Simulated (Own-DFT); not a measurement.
Simulation results for Al3GaN4 (wurtzite random alloy, atoms displaced)

All values are calculated (Own-DFT development build). A calculation, not a measurement: plane-wave density functional theory by an unreviewed code, no spin, of a simulated periodic cell, stress positive in tension, run twice, with PBE and with PBEsol, both on files made for PBE, so the change isn't that of files made for PBEsol, forces on such cells passed a denser k mesh, this cell's mesh not checked; the far tail of each file's local potential was reset to the Coulomb form; each entry is a single point on an unrelaxed cell, so the pressure reflects the starting lattice, mostly measured values (interpolated for alloys), from which strain is counted, and rises with the displacements; printed positions are rounded, which can move forces by about a meV/angstrom; the program, named Own-DFT, is a retired in-house code; no spin-orbit coupling; stress was not checked against mesh or cutoff.

Settings shared by all entries: functional PBE, then PBEsol; potential files PseudoDojo norm-conserving, scalar-relativistic, standard set; wave cutoff 42 hartree; occupations Fermi-Dirac; smearing width 0.1 eV; k mesh 4 x 4 x 3 centred on Gamma.

(1) Al3GaN4 (wurtzite random alloy, atoms displaced)

```
Al3GaN4
1.0
      9.3938     0.0000     0.0000
     -4.6969     8.1352     0.0000
      0.0000     0.0000    10.0655
Al Ga N Al N Al N Al N Al Ga N Ga Al N Ga Al N Al N Al N Al Ga N Al N Al N Ga N Al N Al N Al N Ga Al N Al Ga N
1 1 2 2 2 2 2 2 2 1 1 2 1 1 2 1 1 2 2 2 2 2 1 1 2 2 2 2 2 2 2 2 2 2 2 2 2 1 1 2 1 1 2
Direct
  0.11649 0.22735 0.00061
  0.22701 0.11278 0.24629
  0.11720 0.22569 0.18593
  0.22520 0.11444 0.43736
  0.10684 0.21628 0.50347
  0.21600 0.10816 0.75411
  0.10824 0.22025 0.69125
  0.22381 0.11529 0.94109
  0.11021 0.54815 0.00065
  0.22100 0.44412 0.25636
  0.11794 0.56256 0.19147
  0.22231 0.44268 0.44257
  0.11062 0.55393 0.49533
  0.22507 0.44300 0.75004
  0.11420 0.55394 0.69203
  0.21638 0.43920 0.94439
  0.11163 0.88512 0.00303
  0.22116 0.77736 0.24787
  0.12039 0.89528 0.18545
  0.22346 0.77710 0.44205
  0.11056 0.88860 0.49828
  0.22627 0.77793 0.74671
  0.11700 0.89194 0.68841
  0.22246 0.77901 0.93935
  0.44109 0.22239 0.00242
  0.55465 0.11504 0.24844
  0.44916 0.22360 0.18886
  0.54953 0.10896 0.43900
  0.44011 0.21376 0.50113
  0.55622 0.11601 0.75203
  0.44358 0.21988 0.69257
  0.56010 0.11273 0.94068
  0.44048 0.55476 0.00144
  0.55047 0.44014 0.24755
  0.44322 0.55229 0.19012
  0.55571 0.44332 0.44277
  0.44594 0.56621 0.49833
  0.55658 0.44575 0.74808
  0.44431 0.55742 0.69260
  0.55642 0.44325 0.94023
  0.44175 0.88349 0.00466
  0.54949 0.77407 0.25573
  0.44317 0.89222 0.18415
  0.55500 0.77997 0.43932
  0.44015 0.88299 0.50277
  0.55654 0.77929 0.74864
  0.44081 0.88244 0.68618
  0.55980 0.77724 0.93994
  0.77100 0.21203 0.00096
  0.89257 0.12173 0.25010
  0.77905 0.22018 0.19309
  0.89264 0.10686 0.44442
  0.77544 0.22787 0.50212
  0.88970 0.11802 0.74301
  0.77929 0.22490 0.68864
  0.88441 0.10882 0.94383
  0.77692 0.55954 0.99701
  0.88712 0.44175 0.24882
  0.78479 0.56284 0.18861
  0.89241 0.44521 0.43982
  0.78092 0.55679 0.49933
  0.89283 0.44177 0.74933
  0.77581 0.55107 0.69342
  0.89217 0.44768 0.94538
  0.77961 0.88761 0.99920
  0.88784 0.77632 0.25040
  0.77371 0.88332 0.19039
  0.89062 0.77826 0.43734
  0.76684 0.88225 0.49707
  0.88572 0.77595 0.74990
  0.77993 0.89249 0.69389
  0.89849 0.78509 0.93931
```

Results for Al3GaN4 (wurtzite random alloy, atoms displaced): PBE pressure 5.27 GPa; PBE stress xx -5.79 GPa; PBE stress yy -4.58 GPa; PBE stress zz -5.46 GPa; PBE stress yz -0.46 GPa; PBE stress xz -0.81 GPa; PBE stress xy -0.03 GPa; PBEsol pressure 2.15 GPa; PBEsol stress xx -2.68 GPa; PBEsol stress yy -1.48 GPa; PBEsol stress zz -2.29 GPa; PBEsol stress yz -0.47 GPa; PBEsol stress xz -0.81 GPa; PBEsol stress xy -0.04 GPa; rms change of force components from PBE to PBEsol 0.069 eV/Å.

Force:
```tsv
force element	PBE force x (eV/Å)	PBE force y (eV/Å)	PBE force z (eV/Å)	PBEsol force x (eV/Å)	PBEsol force y (eV/Å)	PBEsol force z (eV/Å)
Al	-0.86	-1.541	-0.166	-0.86	-1.556	-0.167
Ga	-0.572	0.12	0.587	-0.556	0.101	0.577
N	-0.567	0.899	0.372	-0.552	0.735	0.485
N	-0.397	0.293	0.793	-0.401	0.128	0.662
Al	0.841	0.584	-0.363	0.848	0.588	-0.373
Al	0.77	0.255	-0.342	0.763	0.272	-0.346
N	0.499	0.415	0.052	0.499	0.415	0.056
N	-0.985	-1.205	-0.259	-0.817	-1.123	-0.177
Al	-0.743	1.313	0.075	-0.734	1.323	0.08
Al	0.323	-0.007	-0.958	0.321	-0.006	-0.953
N	-0.249	-2.747	-0.31	-0.255	-2.53	-0.243
N	-0.091	0.071	0.108	-0.082	0.06	0.128
Al	0.289	0.178	1.005	0.283	0.178	0.999
Al	-0.47	0.038	0.22	-0.458	0.025	0.227
N	-0.216	-0.023	-0.653	-0.206	-0.018	-0.658
N	0.947	0.994	-1.124	0.945	0.994	-1.125
Al	0.277	0.854	-0.991	0.291	0.878	-0.994
Ga	0.179	0.902	0.599	0.172	0.892	0.582
N	-1.746	-1.224	0.411	-1.593	-1.13	0.551
N	0.584	-0.715	0.013	0.423	-0.623	-0.09
Ga	0.099	0.509	0.192	0.093	0.494	0.18
Al	-0.787	-0.312	0.741	-0.795	-0.321	0.737
N	0.041	-0.206	0.827	-0.085	-0.286	0.694
N	0.562	-0.608	-0.13	0.554	-0.619	-0.13
Ga	0.979	-0.051	-0.935	0.954	-0.045	-0.91
Al	0.746	-0.907	0.354	0.746	-0.926	0.347
N	0.462	0.632	0.824	0.289	0.535	0.677
N	1.066	-0.256	0.105	1.066	-0.265	0.104
Al	-0.367	1.314	0.319	-0.364	1.318	0.32
Al	0.268	-0.886	-0.086	0.283	-0.883	-0.09
N	-0.574	-0.838	-0.582	-0.589	-0.667	-0.524
N	-1.621	-1.815	-0.818	-1.567	-1.643	-0.675
Al	0.619	0.094	-0.344	0.619	0.083	-0.352
Al	0.907	1.102	0.746	0.906	1.103	0.74
N	-0.518	0.293	0.504	-0.521	0.291	0.501
N	-0.245	0.233	-0.353	-0.252	0.223	-0.343
Al	0.776	-2.293	0.659	0.78	-2.293	0.658
Ga	-0.381	-0.606	0.311	-0.368	-0.593	0.317
N	-0.601	0.562	-0.955	-0.445	0.477	-0.899
N	-0.612	1.35	0.722	-0.624	1.164	0.61
Al	0.219	0.499	-1.787	0.225	0.507	-1.793
Al	0.462	0.64	-2.001	0.436	0.64	-2.004
N	1.405	0.23	1.669	1.254	0.146	1.74
N	-0.704	-0.17	0.139	-0.714	-0.162	0.143
Al	-0.287	1.152	-0.593	-0.28	1.162	-0.615
Al	0.09	0.019	0.757	0.11	0.017	0.759
N	0.629	1.218	0.702	0.627	1.224	0.708
N	-1.769	-0.881	-0.437	-1.597	-0.779	-0.374
Ga	0.655	1.838	0.243	0.643	1.782	0.246
Ga	1.581	-2.137	0.436	1.543	-2.096	0.417
N	-2.082	1.186	0.365	-1.888	1.069	0.26
N	-1.613	0.304	0.463	-1.628	0.307	0.311
Al	0.55	-1.092	-0.705	0.551	-1.1	-0.723
Al	0.224	-1.081	1.472	0.221	-1.083	1.48
N	-0.621	-0.184	0.019	-0.63	-0.185	0.022
N	1.929	1.001	-1.698	1.761	0.907	-1.576
Al	0.826	-0.111	0.307	0.812	-0.113	0.292
Al	0.096	0.934	-0.377	0.106	0.939	-0.38
N	-0.483	-1.418	0.061	-0.489	-1.42	0.055
N	-0.522	-0.104	-0.207	-0.523	-0.102	-0.21
Al	-0.475	-0.231	0.074	-0.466	-0.221	0.08
Al	-0.403	0.806	0.95	-0.407	0.798	0.955
N	1.533	0.151	-1.354	1.359	0.222	-1.229
N	-0.401	-0.099	-0.947	-0.41	-0.244	-0.896
Ga	0.003	0.157	0.476	-0.013	0.167	0.464
Al	0.201	0.926	-0.451	0.234	0.954	-0.448
N	-0.165	0.073	1.315	-0.171	0.208	1.177
N	-1.321	-0.718	0.233	-1.166	-0.616	0.3
Al	2.009	1.184	0.695	2.021	1.173	0.699
Ga	0.912	0.418	-0.117	0.876	0.416	-0.105
N	-1.224	0.074	-1.46	-1.057	-0.009	-1.394
N	0.113	-1.345	0.586	-0.05	-1.258	0.461
```

(2) Al3GaN4 (wurtzite random alloy, atoms displaced)

```
Al3GaN4
1.0
      9.3938     0.0000     0.0000
     -4.6969     8.1352     0.0000
      0.0000     0.0000    10.0655
Al N Al N Ga Al N Al N Al N Al Ga N Al N Al N Al N Al Ga N Ga Al N Al Ga N Ga Al N Al N Ga N Al N Ga Al N Al N
2 2 2 2 1 1 2 2 2 2 2 1 1 2 2 2 2 2 2 2 1 1 2 1 1 2 1 1 2 1 1 2 2 2 2 2 2 2 1 1 2 2 2
Direct
  0.10165 0.21344 0.00380
  0.22766 0.11753 0.24830
  0.11073 0.22154 0.19332
  0.22531 0.10730 0.44584
  0.11480 0.22323 0.50219
  0.22184 0.11555 0.74687
  0.11362 0.22467 0.69126
  0.22244 0.10866 0.93843
  0.11714 0.56139 0.00537
  0.22919 0.44323 0.25360
  0.11200 0.55770 0.18967
  0.22465 0.44859 0.43690
  0.10409 0.55605 0.50214
  0.22673 0.44321 0.74664
  0.11059 0.55186 0.68112
  0.21797 0.43993 0.94072
  0.11307 0.89324 0.99707
  0.22661 0.77749 0.24480
  0.11747 0.88946 0.19075
  0.22561 0.77969 0.43978
  0.10814 0.88652 0.49656
  0.22189 0.77472 0.74421
  0.11069 0.88797 0.69155
  0.22277 0.77860 0.94165
  0.44512 0.22711 0.99371
  0.55610 0.11235 0.24832
  0.44726 0.22297 0.19381
  0.55380 0.11165 0.44618
  0.43918 0.22355 0.49584
  0.55433 0.11048 0.75131
  0.44488 0.22405 0.68928
  0.55996 0.11612 0.93716
  0.44909 0.55275 0.00088
  0.55619 0.44119 0.25093
  0.43831 0.55123 0.19472
  0.55305 0.44593 0.43746
  0.44327 0.55366 0.49991
  0.55510 0.44385 0.74712
  0.44147 0.55833 0.69660
  0.55516 0.44412 0.93778
  0.44747 0.88707 0.99470
  0.55483 0.77618 0.25251
  0.44623 0.89332 0.19450
  0.55930 0.77983 0.43672
  0.43912 0.88762 0.50053
  0.55634 0.77342 0.75196
  0.44490 0.88890 0.68885
  0.55664 0.77814 0.93702
  0.77595 0.22340 0.00421
  0.88714 0.11465 0.25656
  0.77842 0.22422 0.18732
  0.89064 0.10885 0.44342
  0.77571 0.22653 0.50029
  0.88835 0.11064 0.74960
  0.77759 0.22086 0.69035
  0.89015 0.11026 0.94152
  0.78190 0.55775 0.00107
  0.89934 0.44591 0.25260
  0.78048 0.55729 0.19224
  0.88615 0.45045 0.44335
  0.77533 0.55509 0.50183
  0.88369 0.43805 0.74451
  0.78380 0.56278 0.69100
  0.89489 0.44607 0.94462
  0.78547 0.89344 0.99944
  0.88438 0.77117 0.25027
  0.77634 0.89413 0.19281
  0.88692 0.77615 0.44050
  0.78315 0.88874 0.50120
  0.88697 0.77726 0.75226
  0.77773 0.89646 0.68970
  0.88860 0.77665 0.93820
```

The calculation gives: PBE pressure 5.2 GPa; PBE stress xx -4.3 GPa; PBE stress yy -5.98 GPa; PBE stress zz -5.33 GPa; PBE stress yz -0.43 GPa; PBE stress xz 0.19 GPa; PBE stress xy -0.84 GPa; PBEsol pressure 2.08 GPa; PBEsol stress xx -1.22 GPa; PBEsol stress yy -2.9 GPa; PBEsol stress zz -2.12 GPa; PBEsol stress yz -0.43 GPa; PBEsol stress xz 0.17 GPa; PBEsol stress xy -0.85 GPa; rms change of force components from PBE to PBEsol 0.063 eV/Å.

Force:
```tsv
force element	PBE force x (eV/Å)	PBE force y (eV/Å)	PBE force z (eV/Å)	PBEsol force x (eV/Å)	PBEsol force y (eV/Å)	PBEsol force z (eV/Å)
Al	1.061	1.473	-0.304	1.063	1.468	-0.288
Al	-0.177	-1.363	0.504	-0.179	-1.361	0.508
N	-0.18	-0.007	0.028	-0.188	-0.007	0.035
N	-1.434	0.451	-1.115	-1.437	0.438	-1.109
Al	-0.307	0.032	-0.477	-0.303	0.038	-0.488
Al	0.628	-0.924	0.272	0.635	-0.919	0.274
N	-0.341	-0.277	-0.396	-0.353	-0.281	-0.391
N	-0.453	0.802	0.048	-0.458	0.81	0.037
Ga	0.176	-0.861	-1.232	0.159	-0.855	-1.194
Al	-1.698	-0.192	-0.638	-1.723	-0.204	-0.655
N	2.038	0.256	1.613	1.875	0.143	1.479
N	-0.396	-0.715	1.16	-0.407	-0.704	1.172
Al	1.252	0.482	-1.366	1.256	0.488	-1.401
Al	-1.653	0.092	1.199	-1.665	0.104	1.207
N	-0.151	-1.065	1.528	-0.148	-0.901	1.599
N	1.444	-0.279	-0.314	1.3	-0.197	-0.254
Al	0.452	-0.809	0.564	0.438	-0.82	0.572
Al	-0.473	0.4	0.984	-0.479	0.389	0.975
N	-1.166	0.191	-0.213	-1.162	0.191	-0.206
N	-0.929	-0.707	-0.364	-0.929	-0.708	-0.371
Al	0.561	-0.177	0.527	0.563	-0.189	0.521
Ga	-0.156	-0.093	0.819	-0.141	-0.091	0.806
N	-1.211	0.753	-0.707	-1.051	0.663	-0.65
N	-0.701	0.774	-0.48	-0.544	0.672	-0.513
Al	0.309	-0.925	0.844	0.321	-0.929	0.858
Al	0.187	-0.099	0.9	0.192	-0.083	0.891
N	-0.204	0.277	-1.08	-0.204	0.272	-1.085
N	0.074	0.37	-1.038	0.064	0.359	-1.029
Al	1.45	0	0.778	1.456	0.023	0.774
Al	0.106	-0.08	-0.837	0.115	-0.08	-0.836
N	-0.055	-1.032	-0.447	-0.052	-0.85	-0.391
N	-1.335	-0.101	-0.12	-1.169	-0.167	0.01
Al	-1.534	0.194	0.05	-1.536	0.215	0.05
Al	-0.083	0.732	-0.272	-0.078	0.733	-0.284
N	1.733	0.789	-1.101	1.74	0.791	-1.091
N	0.403	-0.214	0.767	0.403	-0.21	0.761
Al	-0.305	1.112	-0.013	-0.297	1.117	0.003
Ga	0.225	0.442	0.145	0.221	0.441	0.163
N	0.492	-1.278	-2.271	0.653	-1.145	-2.149
N	-0.119	0.007	0.891	0.032	0.094	0.751
Ga	-0.615	0.688	1.005	-0.59	0.67	0.974
Al	-0.145	0.361	-0.409	-0.148	0.349	-0.44
N	0.71	-0.514	-0.327	0.719	-0.516	-0.464
N	-0.215	-0.324	1.282	-0.214	-0.315	1.286
Al	1.237	0.261	-0.194	1.246	0.25	-0.198
Ga	-0.551	1.492	-0.671	-0.544	1.46	-0.636
N	0.222	0.805	-0.228	0.207	0.628	-0.112
N	0.886	-1.271	1.515	0.855	-1.098	1.423
Ga	0.745	0.257	-1.232	0.728	0.256	-1.184
Al	0.517	-0.491	-0.531	0.517	-0.471	-0.549
N	0.071	-0.851	2.382	0.075	-0.679	2.22
N	-0.406	1.047	0.108	-0.409	1.04	0.128
Al	0.447	-0.85	0.183	0.459	-0.844	0.168
Al	0.027	0.667	0.243	0.018	0.673	0.253
N	-0.275	-0.061	-0.146	-0.274	-0.078	-0.15
N	-0.055	0.741	-1.198	-0.205	0.62	-1.087
Ga	0.096	-0.585	-0.019	0.104	-0.574	-0.011
Ga	-1.522	-0.092	-0.134	-1.498	-0.082	-0.16
N	-0.831	-0.478	0.486	-0.685	-0.572	0.361
N	0.52	-0.923	0.517	0.525	-0.92	0.344
Al	-0.54	0.482	-0.157	-0.563	0.475	-0.16
Al	0.759	1.081	1.229	0.748	1.088	1.242
N	0.13	-0.751	-0.525	0.004	-0.832	-0.471
N	-0.616	-0.06	-1.972	-0.609	-0.055	-1.8
Ga	-0.959	-0.82	0.722	-0.957	-0.795	0.704
Al	0.272	1.712	-0.017	0.28	1.726	-0.035
N	0.692	-0.663	0.575	0.695	-0.655	0.418
N	0.289	-0.17	-0.11	0.288	-0.179	-0.111
Al	-1.197	-0.006	-0.205	-1.202	-0.015	-0.203
Al	0.221	0.917	-0.578	0.189	0.911	-0.575
N	1.623	-0.803	-0.196	1.472	-0.897	-0.135
N	0.934	0.777	-0.234	0.785	0.685	-0.103
```

(3) Al3GaN4 (wurtzite random alloy, atoms displaced)

```
Al3GaN4
1.0
      9.3938     0.0000     0.0000
     -4.6969     8.1352     0.0000
      0.0000     0.0000    10.0655
Al N Ga Al N Al N Ga Al N Al Ga N Ga Al N Al Ga N Al N Ga Al N Al Ga N Al N Al N Al Ga N Al N Al Ga N Al N Al N Al N
2 2 1 1 2 2 2 1 1 2 1 1 2 1 1 2 1 1 2 2 2 1 1 2 1 1 2 2 2 2 2 1 1 2 2 2 1 1 2 2 2 2 2 2 2
Direct
  0.10730 0.21012 0.00299
  0.22529 0.11127 0.25504
  0.10907 0.22751 0.19097
  0.22346 0.12049 0.44402
  0.10906 0.22564 0.49918
  0.22063 0.10933 0.75097
  0.10839 0.22385 0.68790
  0.22499 0.11193 0.94144
  0.11903 0.55777 0.99736
  0.22004 0.44101 0.24778
  0.09905 0.54064 0.19008
  0.22194 0.44188 0.44104
  0.10724 0.55509 0.49634
  0.22460 0.45033 0.75190
  0.11371 0.55782 0.69135
  0.22574 0.44675 0.94064
  0.10869 0.88960 0.99899
  0.22367 0.77532 0.25422
  0.11283 0.89127 0.19128
  0.22470 0.77567 0.44244
  0.11318 0.88378 0.50214
  0.22050 0.77751 0.75094
  0.10618 0.88864 0.69141
  0.21800 0.77975 0.94102
  0.44631 0.22599 0.99918
  0.56013 0.11664 0.24991
  0.45037 0.22613 0.19390
  0.56539 0.11417 0.44329
  0.44450 0.21767 0.50311
  0.55594 0.11362 0.75218
  0.44077 0.22301 0.68468
  0.55317 0.10582 0.93718
  0.44287 0.55632 0.00175
  0.55534 0.45168 0.25330
  0.44908 0.55508 0.18915
  0.54829 0.44052 0.43767
  0.44190 0.54908 0.49770
  0.55956 0.44486 0.75209
  0.44393 0.55921 0.68723
  0.55766 0.44166 0.94086
  0.44746 0.88545 0.99838
  0.55557 0.77527 0.25128
  0.44245 0.89221 0.18868
  0.55661 0.77461 0.43803
  0.44933 0.88739 0.50081
  0.56057 0.78003 0.74975
  0.44594 0.88963 0.69560
  0.56181 0.78185 0.94044
  0.77963 0.21953 0.00319
  0.88852 0.11244 0.24962
  0.77706 0.22448 0.18885
  0.88279 0.11252 0.44083
  0.77980 0.21954 0.50106
  0.88887 0.11015 0.74945
  0.77847 0.22087 0.69121
  0.88287 0.10598 0.93937
  0.77475 0.55427 0.99640
  0.89029 0.44578 0.25164
  0.78140 0.56048 0.19262
  0.89051 0.44139 0.43600
  0.77670 0.55701 0.50352
  0.89667 0.45296 0.74581
  0.77242 0.55125 0.69194
  0.89306 0.44588 0.94356
  0.78198 0.88174 0.00135
  0.88909 0.77812 0.25027
  0.77765 0.88860 0.18931
  0.89015 0.78214 0.44252
  0.77731 0.88728 0.50183
  0.88357 0.77127 0.75462
  0.77338 0.88260 0.69204
  0.89341 0.78230 0.94052
```

Results for Al3GaN4 (wurtzite random alloy, atoms displaced): PBE pressure 5.2 GPa; PBE stress xx -5.75 GPa; PBE stress yy -3.89 GPa; PBE stress zz -5.94 GPa; PBE stress yz -0.19 GPa; PBE stress xz 0.62 GPa; PBE stress xy -0.53 GPa; PBEsol pressure 2.07 GPa; PBEsol stress xx -2.67 GPa; PBEsol stress yy -0.79 GPa; PBEsol stress zz -2.75 GPa; PBEsol stress yz -0.21 GPa; PBEsol stress xz 0.63 GPa; PBEsol stress xy -0.5 GPa; rms change of force components from PBE to PBEsol 0.069 eV/Å.

Force:
```tsv
force element	PBE force x (eV/Å)	PBE force y (eV/Å)	PBE force z (eV/Å)	PBEsol force x (eV/Å)	PBEsol force y (eV/Å)	PBEsol force z (eV/Å)
Al	-0.857	1.377	-0.474	-0.862	1.378	-0.477
Al	-0.24	0.416	-0.37	-0.248	0.405	-0.37
N	1.945	-0.928	-0.555	1.782	-1.028	-0.486
N	1.664	-1.403	-0.955	1.487	-1.43	-0.831
Ga	-0.299	-0.688	0.39	-0.287	-0.669	0.389
Al	-0.433	0.592	-0.491	-0.434	0.601	-0.5
N	0.418	0.046	1.923	0.419	0.057	1.731
N	-0.185	-0.131	-0.245	-0.174	-0.136	-0.247
Al	-1.402	-0.267	0.644	-1.397	-0.248	0.651
Al	0.059	0.722	0.527	0.056	0.737	0.535
N	2.773	2.09	-1.041	2.562	2.105	-0.921
N	0.264	1.448	-1.374	0.115	1.325	-1.257
Ga	1.102	-0.505	0.724	1.074	-0.498	0.695
Al	0.431	-0.837	-0.431	0.444	-0.843	-0.445
N	-0.222	0.313	0.302	-0.211	0.315	0.136
N	-0.78	-1.337	-0.373	-0.609	-1.263	-0.294
Al	1.09	0.118	0.751	1.09	0.12	0.756
Ga	-0.503	-0.404	-1.228	-0.51	-0.377	-1.188
N	-0.775	0.242	-0.19	-0.632	0.158	-0.141
N	0.961	0.98	0.345	0.797	0.877	0.282
Ga	-0.839	1.37	-0.19	-0.842	1.328	-0.179
Al	0.26	0.538	0.154	0.254	0.543	0.135
N	0.421	-0.489	1.274	0.42	-0.495	1.096
N	1.001	-0.263	-0.117	0.997	-0.255	-0.116
Al	0.706	-1.121	0.749	0.706	-1.131	0.746
Ga	-0.116	-0.646	0.43	-0.114	-0.624	0.425
N	-1.82	0.719	-0.922	-1.646	0.634	-0.856
N	-1.363	-0.864	0.607	-1.36	-0.862	0.441
Al	-0.12	0.524	-1.136	-0.113	0.525	-1.155
Al	0.157	-0.122	-0.546	0.148	-0.103	-0.557
N	0.508	-1.06	1.324	0.51	-0.891	1.39
N	-0.102	0.904	0.842	-0.096	0.897	0.853
Ga	0.81	0.212	-0.558	0.792	0.203	-0.549
Al	1.503	-1.026	-0.419	1.525	-1.032	-0.426
N	-1.44	0.307	1.221	-1.449	0.306	1.027
N	1.28	0.291	0.86	1.276	0.273	0.861
Al	-0.354	0.628	0.525	-0.351	0.629	0.534
Ga	-1.954	-0.621	-0.383	-1.909	-0.603	-0.376
N	-0.071	0.023	0.228	0.059	-0.044	0.276
N	-0.032	0.244	0.523	-0.179	0.328	0.388
Al	-0.982	0.598	0.025	-0.994	0.584	0.022
Al	-0.332	0.71	-0.511	-0.345	0.723	-0.52
N	1.631	-1.093	-0.33	1.48	-1.007	-0.207
N	-0.157	-0.082	0.34	-0.149	-0.095	0.345
Al	-0.048	0.323	0.433	-0.053	0.321	0.423
Al	-1.007	-0.493	0.247	-1.005	-0.507	0.253
N	-0.258	-0.086	-0.824	-0.256	-0.084	-0.812
N	0.135	-0.146	-0.278	0.141	-0.3	-0.223
Al	-0.642	0.4	-0.954	-0.649	0.399	-0.962
Ga	-0.372	-0.218	0.208	-0.364	-0.2	0.219
N	0.483	-0.253	-0.787	0.469	-0.249	-0.588
N	0.64	-1.272	0.411	0.792	-1.194	0.283
Al	-0.496	0.844	0.597	-0.485	0.873	0.589
Al	-0.154	-0.077	0.147	-0.152	-0.091	0.134
N	-0.199	0.707	-0.106	-0.2	0.706	-0.102
N	1.149	-0.044	0.315	1.138	-0.057	0.315
Al	1.373	0.103	1.165	1.372	0.119	1.156
Ga	-1.357	-0.546	-0.695	-1.305	-0.53	-0.665
N	-1.351	0.038	-0.83	-1.204	-0.063	-0.781
N	-1.891	-0.157	2.249	-1.729	-0.062	2.1
Al	-0.139	-0.434	-1.13	-0.13	-0.433	-1.136
Al	-0.249	-1.722	1.238	-0.262	-1.726	1.228
N	2.003	1.302	-0.7	1.812	1.188	-0.618
N	-0.336	-0.026	-0.911	-0.327	-0.028	-0.901
Al	-1.538	1.204	0.031	-1.535	1.203	0.028
Al	0.213	0.364	0.249	0.235	0.377	0.265
N	0.131	-0.965	-0.06	0.124	-0.793	-0.001
N	-0.36	-1.164	-0.463	-0.203	-1.08	-0.406
Al	-0.173	0.398	-0.064	-0.164	0.41	-0.064
Al	0.057	0.912	-0.845	0.048	0.9	-0.853
N	0.844	0.767	-0.326	0.851	0.773	-0.32
N	-0.06	-1.287	-0.185	-0.047	-1.288	-0.182
```
